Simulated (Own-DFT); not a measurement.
# Computed records: Al3GaN4 (wurtzite random alloy, strained, atoms displaced)

A calculation, not a measurement: plane-wave PBE density functional theory by an unreviewed code, no spin, of a simulated periodic cell, stress positive in tension, free energy of the whole cell less one offset for each atom, forces on such cells passed a denser k mesh, this cell's mesh not checked; offsets are fitted by least squares, one for each functional and potential file, so energies compare only between cells with the same atoms and settings and are not formation energies; the far tail of each file's local potential was reset to the Coulomb form; each entry is a single point on an unrelaxed cell, so the pressure reflects the starting lattice, mostly measured values, from which strain is counted, and rises with the displacements; printed positions are rounded, which can move forces by about a meV/angstrom; the program is a retired in-house code; no spin-orbit coupling. Program: Own-DFT development build.

Common to all runs: functional PBE; potential files PseudoDojo norm-conserving, scalar-relativistic, standard set; wave cutoff 42 hartree; occupations Fermi-Dirac; smearing width 0.1 eV; k mesh 4 x 4 x 3 centred on Gamma.

(1) Al3GaN4 (wurtzite random alloy, strained, atoms displaced)

```
Al3GaN4
1.0
      9.6756     0.0000     0.0000
     -4.8378     8.3793     0.0000
      0.0000     0.0000    10.0655
Al N Al N Al N Al Ga N Al N Al N Al N Al Ga N Al Ga N Al Ga N Ga N Al Ga N Ga Al N Ga Al N Al N Al N Al N Al N
2 2 2 2 2 2 1 1 2 2 2 2 2 2 2 1 1 2 1 1 2 1 1 2 2 2 1 1 2 1 1 2 1 1 2 2 2 2 2 2 2 2 2
Direct
  0.10811 0.21627 0.98625
  0.23113 0.11625 0.25772
  0.10959 0.21528 0.18782
  0.22805 0.11423 0.44396
  0.10554 0.21837 0.49919
  0.22754 0.11200 0.75113
  0.10096 0.21798 0.68945
  0.22225 0.11494 0.93972
  0.10078 0.55706 0.99527
  0.22984 0.44378 0.24526
  0.11656 0.55920 0.19670
  0.22568 0.44445 0.44421
  0.10377 0.55537 0.50358
  0.22217 0.44682 0.75948
  0.11523 0.56224 0.68622
  0.22479 0.44911 0.93479
  0.12120 0.89314 0.99814
  0.21408 0.76952 0.24934
  0.10701 0.88599 0.19200
  0.21390 0.76360 0.43732
  0.12417 0.90235 0.50024
  0.21931 0.76676 0.74455
  0.11871 0.88886 0.69043
  0.22350 0.77660 0.93666
  0.45167 0.23262 0.00799
  0.56596 0.11046 0.24463
  0.46004 0.22196 0.17993
  0.54912 0.10969 0.43784
  0.45428 0.23168 0.50358
  0.55683 0.11368 0.75177
  0.44761 0.22936 0.69542
  0.54972 0.11228 0.94173
  0.43968 0.55132 0.99565
  0.55614 0.44451 0.25522
  0.43720 0.55043 0.19440
  0.55305 0.44622 0.43992
  0.45189 0.56288 0.50144
  0.55264 0.45170 0.75060
  0.42253 0.54681 0.70430
  0.55934 0.45109 0.93783
  0.44919 0.89270 0.01086
  0.56020 0.77625 0.25572
  0.45419 0.90323 0.19058
  0.55271 0.77506 0.44697
  0.45172 0.89048 0.49690
  0.54794 0.76819 0.74914
  0.44765 0.89438 0.69023
  0.55287 0.78447 0.94445
  0.78706 0.21996 0.99774
  0.89233 0.11051 0.24792
  0.78048 0.22526 0.18516
  0.89265 0.11068 0.43077
  0.78580 0.23095 0.50945
  0.89428 0.10439 0.75009
  0.77424 0.22377 0.70085
  0.88576 0.11787 0.94374
  0.76998 0.54809 0.99678
  0.88447 0.44103 0.25404
  0.77155 0.55094 0.19622
  0.88194 0.44002 0.43999
  0.77515 0.55875 0.49623
  0.88789 0.44944 0.74899
  0.78046 0.55318 0.69166
  0.89624 0.44991 0.94192
  0.77756 0.89000 0.00024
  0.88093 0.77011 0.25031
  0.77520 0.88634 0.18712
  0.88863 0.77715 0.43786
  0.77222 0.88001 0.49796
  0.88206 0.77418 0.75357
  0.77194 0.89092 0.69705
  0.89379 0.77356 0.93872
```

- free energy of cell above offsets: -16.261 eV
- pressure: -4.41 GPa
- stress xx: 8.43 GPa
- stress yy: 8.02 GPa
- stress zz: -3.22 GPa
- stress yz: -0.08 GPa
- stress xz: 0.62 GPa
- stress xy: -0.46 GPa

Force:
```
element  x (eV/Å)  y (eV/Å)  z (eV/Å)
     Al    -0.097     0.928     1.792
     Al     -0.24    -0.742    -1.788
      N      0.58     0.772    -0.211
      N    -0.005     0.725     0.163
     Al      0.61     1.037    -0.302
     Al    -0.284    -0.279    -0.514
      N     1.348    -0.344     0.246
      N     0.682    -0.123     0.032
     Al     2.207     0.952     1.352
     Al    -2.134    -0.887     1.246
      N    -0.513    -1.412    -1.307
      N    -0.232    -0.154    -0.245
     Al     1.272    -0.539      -1.5
     Ga    -2.861    -1.819    -2.935
      N    -1.173    -1.628      0.75
      N    -0.701    -0.862     4.221
     Al    -0.543    -0.462     0.109
     Al     0.284     1.313     0.128
      N     0.367     0.302     0.074
      N     0.141     2.044     0.614
     Al     0.062    -2.002    -0.096
     Al     0.173     2.589     0.614
      N    -1.051     0.177     0.066
      N    -0.546    -0.253     0.332
     Al    -0.099    -0.915    -3.379
     Al    -0.713     1.129     0.735
      N    -1.511    -0.216     3.668
      N     0.539     0.242     0.089
     Al    -0.355    -1.088     0.032
     Ga    -0.544     -0.57     0.343
      N    -0.753    -0.318    -1.135
      N     0.204     0.903     0.728
     Al     0.052      1.27     0.719
     Ga     -0.42    -0.684    -1.593
      N     1.034     0.564    -1.403
      N     0.364     0.492     2.282
     Al    -1.844    -1.969     0.383
     Ga     0.631    -0.739    -0.511
      N     3.949     1.864    -3.265
      N    -0.577    -0.432     1.746
     Ga    -0.917     0.018    -2.609
     Ga    -1.079     0.065    -1.341
      N    -0.458    -2.124     2.698
      N     0.845     0.366     0.431
     Al     -1.77     0.121     0.538
     Ga    -0.964     1.685     0.868
      N    -0.499    -1.347    -1.004
      N     1.919    -1.485     0.195
     Ga     -3.47     1.448     0.052
     Al    -0.185     0.241    -0.997
      N     0.766    -0.116     1.937
      N    -0.279    -0.867     1.815
     Ga    -0.449    -1.752    -0.799
     Al    -2.088      0.73     0.403
      N     2.042     0.775    -0.278
      N     3.678    -2.598    -1.632
     Al     1.112     1.097     0.715
     Al     0.716     0.187    -1.054
      N     1.183     0.635    -1.019
      N    -0.046     1.583     0.459
     Al     0.779    -0.228     0.369
     Al     0.955    -0.599     0.426
      N    -0.967     1.112    -0.813
      N    -1.775    -0.346     -0.82
     Al    -0.021    -0.458    -0.598
     Al     0.752      0.97    -0.796
      N     0.919     0.344     0.601
      N    -0.285     0.152     0.844
     Al     0.567     1.455     0.357
     Al     1.121     0.527    -0.799
      N     1.552    -0.893    -1.238
      N    -0.952     0.435     0.814
```

(2) Al3GaN4 (wurtzite random alloy, strained, atoms displaced)

```
Al3GaN4
1.0
      9.6756     0.0000     0.0000
     -4.8378     8.3793     0.0000
      0.0000     0.0000    10.0655
Al N Al N Ga Al N Ga Al N Al N Ga N Al N Al N Al N Al Ga N Ga Al N Al N Al N Al N Al Ga N Al Ga N Al N Al Ga N
2 2 2 2 1 1 2 1 1 2 2 2 2 2 2 2 2 2 2 2 1 1 2 1 1 2 2 2 2 2 2 2 1 1 2 1 1 2 2 2 1 1 2
Direct
  0.11533 0.22645 0.99304
  0.23250 0.11716 0.25408
  0.11155 0.22674 0.19583
  0.22295 0.11242 0.43660
  0.09964 0.21684 0.50349
  0.22498 0.11853 0.75751
  0.10163 0.22631 0.68982
  0.21538 0.10933 0.93969
  0.11750 0.56425 0.99491
  0.21975 0.45065 0.25052
  0.10276 0.55022 0.18979
  0.22177 0.44722 0.43967
  0.10959 0.55082 0.49814
  0.23340 0.44020 0.75119
  0.10749 0.55593 0.69499
  0.22036 0.44440 0.94856
  0.12531 0.89971 0.00368
  0.21641 0.77774 0.24781
  0.10538 0.88273 0.16996
  0.21866 0.77203 0.44782
  0.11954 0.89518 0.50062
  0.22993 0.77101 0.75373
  0.12073 0.89738 0.68103
  0.22795 0.77757 0.93859
  0.43611 0.21897 0.98814
  0.55918 0.11664 0.25391
  0.45167 0.22431 0.19301
  0.56274 0.11348 0.44375
  0.42215 0.20812 0.50668
  0.54500 0.10952 0.74841
  0.44463 0.21244 0.68579
  0.55772 0.10732 0.94886
  0.44372 0.54923 0.99120
  0.55914 0.44461 0.24416
  0.44642 0.56443 0.18815
  0.55847 0.44122 0.44294
  0.44487 0.56025 0.49631
  0.55542 0.44647 0.74491
  0.46014 0.56273 0.69437
  0.56063 0.44181 0.93403
  0.44380 0.87869 0.00548
  0.55596 0.78694 0.24516
  0.44069 0.88145 0.18666
  0.55924 0.77360 0.42369
  0.45111 0.88264 0.49740
  0.55465 0.77660 0.75022
  0.44077 0.88600 0.69267
  0.56602 0.78363 0.93290
  0.78277 0.22714 0.99015
  0.87479 0.10669 0.24219
  0.77863 0.22721 0.19696
  0.89622 0.11990 0.43923
  0.76790 0.22502 0.49137
  0.88351 0.11468 0.75103
  0.77254 0.21555 0.68687
  0.88469 0.11354 0.94456
  0.77414 0.55234 0.99947
  0.87793 0.43259 0.24302
  0.78468 0.55073 0.19716
  0.88429 0.43956 0.44118
  0.77264 0.55425 0.50423
  0.89360 0.44104 0.74988
  0.77713 0.55224 0.69617
  0.89591 0.44461 0.94507
  0.78967 0.88728 0.99447
  0.88623 0.76146 0.25468
  0.77363 0.88996 0.19393
  0.88905 0.78178 0.44344
  0.78912 0.89101 0.50206
  0.89614 0.78168 0.74597
  0.77933 0.89072 0.69317
  0.88253 0.77744 0.93866
```

- free energy of cell above offsets: -14.788 eV
- pressure: -4.11 GPa
- stress xx: 7.66 GPa
- stress yy: 7.2 GPa
- stress zz: -2.52 GPa
- stress yz: -0.05 GPa
- stress xz: -0.3 GPa
- stress xy: 0.11 GPa

Force:
```
element  x (eV/Å)  y (eV/Å)  z (eV/Å)
     Al    -1.541    -0.392     2.249
     Al     -1.53     0.102    -1.773
      N     0.483    -0.514    -1.008
      N    -0.988     0.302     0.596
     Al     0.705      1.21    -1.408
     Al    -0.366    -1.352    -2.405
      N     1.896    -0.181     1.052
      N     0.736     0.807     0.081
     Ga    -0.446    -1.073     1.273
     Al     0.588    -0.644    -0.693
      N     0.879     1.382     0.549
      N      1.43    -0.751     0.604
     Ga    -1.004    -0.157      0.38
     Al    -1.851      0.98    -0.177
      N     2.344    -0.736    -0.184
      N     1.867    -0.345    -2.133
     Al    -0.796    -1.762    -4.125
     Al     0.444    -0.779     0.125
      N     0.336     0.281     6.266
      N     1.095      1.39    -2.028
     Ga    -0.402    -1.111    -1.283
     Ga    -1.586     0.563    -1.443
      N    -0.221     0.602     3.541
      N    -1.279     1.376     0.985
     Al     1.954     0.206     1.738
     Al     0.015    -0.658    -0.764
      N    -0.865    -0.223      -0.9
      N     -2.43     -1.78    -0.537
     Al     2.704     1.909    -1.803
     Al     2.562    -0.842     0.691
      N    -2.251     0.664     1.625
      N    -1.252     1.059    -1.564
     Al     0.112     1.435     1.313
     Al    -0.843      0.38       1.1
      N     0.589    -1.003    -0.466
      N    -1.276    -0.244    -0.041
     Al     0.758    -0.594    -0.734
     Ga     1.809    -0.676    -0.341
      N    -2.854    -0.329    -1.239
      N    -1.091    -0.645     1.741
     Ga     0.795     0.968     -1.87
     Al     1.027    -1.337    -1.137
      N    -1.096      1.17      2.84
      N     -0.34     0.591      3.53
     Al    -0.675     0.389    -0.041
     Al     0.551     1.288    -0.254
      N     1.882     0.547     -1.12
      N     0.182    -1.438     1.071
     Al    -0.682    -0.616     1.446
     Al     2.159     0.704      0.96
      N    -0.458    -3.404    -1.943
      N    -1.406    -1.446    -0.067
     Al     2.541       0.2     1.344
     Al    -0.086    -0.725    -0.158
      N    -0.727    -0.113     0.335
      N     1.495    -0.111    -0.661
     Al     1.117     0.634    -0.211
     Ga     1.839     1.929      1.73
      N    -2.904     0.777    -1.857
      N    -0.839     0.728     0.469
     Al     0.945    -0.212    -0.329
     Ga    -1.089    -0.445     -0.09
      N     0.396     0.412    -1.163
      N    -1.651     -0.01    -0.015
     Al    -2.478     0.868     1.168
     Al    -0.806     2.182    -0.661
      N     0.967    -0.532    -1.062
      N     0.697    -1.187     -0.42
     Al    -1.551     0.821    -0.719
     Ga    -0.012    -0.238     0.045
      N    -0.661     0.439    -0.701
      N     2.436    -0.691      0.68
```

(3) Al3GaN4 (wurtzite random alloy, strained, atoms displaced)

```
Al3GaN4
1.0
      9.6756     0.0000     0.0000
     -4.8378     8.3793     0.0000
      0.0000     0.0000    10.0655
Al Ga N Al N Al Ga N Al N Al Ga N Al N Al Ga N Al N Al Ga N Al N Ga Al N Al N Al Ga N Al N Al Ga N Al N Al N Al Ga N
1 1 2 2 2 1 1 2 2 2 1 1 2 2 2 1 1 2 2 2 1 1 2 2 2 1 1 2 2 2 1 1 2 2 2 1 1 2 2 2 2 2 1 1 2
Direct
  0.11406 0.21872 0.99750
  0.21811 0.10475 0.24787
  0.11950 0.22932 0.18964
  0.22042 0.10149 0.43804
  0.11835 0.22460 0.50079
  0.21230 0.10651 0.74599
  0.13058 0.23021 0.68324
  0.20703 0.09705 0.94063
  0.10481 0.54690 0.99811
  0.21807 0.43518 0.24539
  0.11219 0.54494 0.19044
  0.21353 0.43201 0.44289
  0.10520 0.55537 0.49757
  0.22409 0.44807 0.74803
  0.12328 0.56116 0.70361
  0.22342 0.45198 0.94173
  0.11277 0.88597 0.00071
  0.21822 0.76398 0.24814
  0.11149 0.88072 0.18909
  0.22367 0.77761 0.44423
  0.11440 0.88677 0.49450
  0.22415 0.77172 0.75098
  0.10778 0.88954 0.70150
  0.21914 0.77399 0.94161
  0.44387 0.20786 0.00426
  0.55654 0.10812 0.24779
  0.44840 0.22286 0.20187
  0.54439 0.10771 0.43214
  0.43246 0.20849 0.49578
  0.56406 0.12804 0.74919
  0.43829 0.20867 0.69221
  0.55995 0.10783 0.93975
  0.45205 0.56223 0.00088
  0.54861 0.43360 0.24989
  0.44483 0.55326 0.18985
  0.54775 0.43068 0.43348
  0.44043 0.55830 0.50174
  0.55316 0.43703 0.73697
  0.43919 0.55724 0.69296
  0.55337 0.44229 0.94394
  0.44536 0.89444 0.00309
  0.54838 0.77993 0.25059
  0.44904 0.90012 0.18194
  0.55108 0.77385 0.44373
  0.44940 0.89919 0.49877
  0.55728 0.77672 0.74840
  0.44369 0.88719 0.68700
  0.54997 0.77279 0.94675
  0.78108 0.23078 0.00441
  0.88904 0.10879 0.24401
  0.77487 0.22380 0.20189
  0.88844 0.11441 0.43157
  0.77357 0.22338 0.49643
  0.88132 0.10550 0.74797
  0.77822 0.22990 0.68541
  0.88439 0.10601 0.93828
  0.77213 0.55181 0.99365
  0.89638 0.44992 0.25577
  0.78757 0.56894 0.19912
  0.89253 0.44838 0.43880
  0.77020 0.55046 0.50278
  0.88747 0.45116 0.75402
  0.77732 0.55883 0.68928
  0.89494 0.44859 0.94135
  0.77592 0.89436 0.99980
  0.88835 0.77566 0.25259
  0.77625 0.89426 0.19369
  0.88395 0.76998 0.43296
  0.76934 0.88659 0.49526
  0.88601 0.78244 0.74773
  0.77068 0.88538 0.68510
  0.88795 0.78600 0.93799
```

* free energy of cell above offsets: -16.343 eV
* pressure: -4.58 GPa
* stress xx: 9.37 GPa
* stress yy: 6.09 GPa
* stress zz: -1.72 GPa
* stress yz: -0.24 GPa
* stress xz: -0.15 GPa
* stress xy: 0.45 GPa

Force:
```
element  x (eV/Å)  y (eV/Å)  z (eV/Å)
     Al     -0.49      0.73    -0.213
     Ga      0.33     0.001    -0.364
      N    -0.293    -2.678    -1.498
      N    -0.911      0.34     1.208
     Al    -0.744     -1.25    -1.032
     Al     1.294    -0.194     0.988
      N    -2.086     -0.51     1.314
      N     1.374     1.511     0.095
     Al     1.104     1.511     0.007
     Ga     0.983     1.616     1.077
      N    -0.674     0.677    -0.944
      N     0.057     2.078     0.363
     Al     1.374    -0.131     1.024
     Al      0.44    -0.488     0.835
      N    -2.141    -1.236    -2.039
      N     0.817     -1.47     -0.17
     Al     -0.68    -0.827    -0.702
     Ga     0.001     1.227    -0.061
      N    -0.919     0.053     0.048
      N     0.271    -0.376     0.145
     Al    -1.123    -0.621     0.961
     Al    -0.305     1.748     0.359
      N     1.252    -0.369    -2.247
      N    -0.339    -0.208     0.197
     Al    -1.277     1.269    -0.306
     Ga    -0.437     0.701      -0.1
      N    -0.544    -1.767    -2.874
      N     1.266     0.301     2.658
     Al     0.423     0.975      0.11
     Al     0.426    -2.537     0.065
      N    -0.734     1.447    -0.753
      N    -0.222     2.066    -0.192
     Al    -0.688    -1.339    -0.124
     Ga      0.51     2.489    -0.919
      N    -0.325     1.197     0.138
      N    -0.284     0.786     3.763
     Al     0.022    -1.125    -0.547
     Al    -1.038     0.321     1.487
      N     1.531    -0.233    -0.523
      N      0.36     -0.85    -0.907
     Ga     0.006    -1.616    -2.559
     Al     1.038    -0.425    -0.482
      N     0.421    -2.364     3.027
      N    -0.573     0.578    -0.746
     Al    -0.141    -1.472     0.502
     Al     -1.22     0.043     0.492
      N     0.346     0.821     0.674
      N     1.096     1.056    -1.248
     Al     0.336    -0.916     0.041
     Ga     0.094     0.975     0.161
      N     0.849     0.707    -2.383
      N     0.069    -0.409     2.867
     Al     0.508     0.001    -0.865
     Al     0.347     0.716    -0.404
      N     0.426    -0.027     0.652
      N    -0.148     1.403     0.128
     Al     0.096     1.332     1.305
     Ga    -1.116    -0.129    -1.479
      N     -0.26    -1.909    -2.164
      N    -0.746    -0.437     2.748
     Al     0.245     0.344    -1.746
     Al     1.216    -0.024    -0.898
      N    -0.022    -1.351     0.155
      N    -1.498    -0.785     0.066
     Al      0.21    -1.171     0.322
     Al    -0.326     0.975    -1.146
      N     0.181    -1.849    -0.731
      N    -0.115      0.72     2.414
     Al     1.135     0.414    -0.666
     Ga     0.349     -0.02     0.239
      N    -0.431     1.091    -0.065
      N     0.046    -1.107     1.463
```
